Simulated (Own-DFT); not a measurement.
# One host, several defects: zincblende GaAs

The numbers are computed, not measured, by runs of the plane-wave DFT program Own-DFT (in-house, retired, unreviewed) at fixed positions, with no spin and no spin-orbit coupling.

Common settings: PBE; PseudoDojo norm-conserving scalar-relativistic files; cutoff 42 hartree; 3 x 3 x 3 k mesh centred on Gamma; Fermi-Dirac smearing of 0.1 eV.

Keep in mind (not all hold for every row): not probed for a lower state with spin; forces not confirmed at this smearing and k mesh; stress not checked against mesh or cutoff.

All runs share one cell, with vectors in Å (10.862, 0.000, 0.000); (0.000, 10.862, 0.000); (0.000, 0.000, 11.796) and a volume of 1391.7 Å³, strained against the parent crystal. The atoms are randomly displaced, by u rms on each axis. The defect's site can differ from row to row.

```
                             cell     formula   u (Å)  P (GPa)
                        no defect    As32Ga32  0.0298     6.70
                        no defect    As32Ga32  0.0304     6.68
                        no defect    As32Ga32  0.0515     7.08
one As vacancy and one Ga vacancy    As31Ga31  0.0295     5.94
one As vacancy and one Ga vacancy    As31Ga31  0.0300     6.04
one As vacancy and one Ga vacancy    As31Ga31  0.0504     6.16
              one P on an As site   As31Ga32P  0.0270     6.35
              one P on an As site   As31Ga32P  0.0310        ?
              one P on an As site   As31Ga32P  0.0458     6.67
              one P on an As site   As31Ga32P  0.0538     6.79
              one In on a Ga site  As32Ga31In  0.0296     7.44
              one In on a Ga site  As32Ga31In  0.0311     7.41
              one In on a Ga site  As32Ga31In  0.0319     7.54
              one Al on a Ga site  AlAs32Ga31  0.0290     6.65
              one Al on a Ga site  AlAs32Ga31  0.0295     6.65
              one Al on a Ga site  AlAs32Ga31  0.0458     6.98
```

## Worked fit

P = P0 + c u² + a shift for each defect gives P0 = 6.53 GPa, c = 194 ± 23 GPa/Å² and a scatter of 0.06 GPa. The shifts, and each times the cell's volume:

- one In on a Ga site: 0.75 ± 0.05 GPa, 6.5 eV
- one Al on a Ga site: -0.02 ± 0.05 GPa, -0.2 eV (not resolved)
- one P on an As site: -0.30 ± 0.05 GPa, -2.6 eV
- one As vacancy and one Ga vacancy: -0.76 ± 0.05 GPa, -6.6 eV

A positive shift means that the defect pushes the cell outwards. Shift times volume (160.2 GPa Å³ is 1 eV) depends little on the cell's size, so, taken for each site, it can be compared between cells at like pressure. The atoms around the defects weren't relaxed, which would change these numbers.

## Test on the hidden row

Question: what pressure belongs in the blank (one P on an As site, u = 0.0310 Å)?

Estimate: 6.42 ± 0.08 GPa. The run itself gave 6.40 GPa.
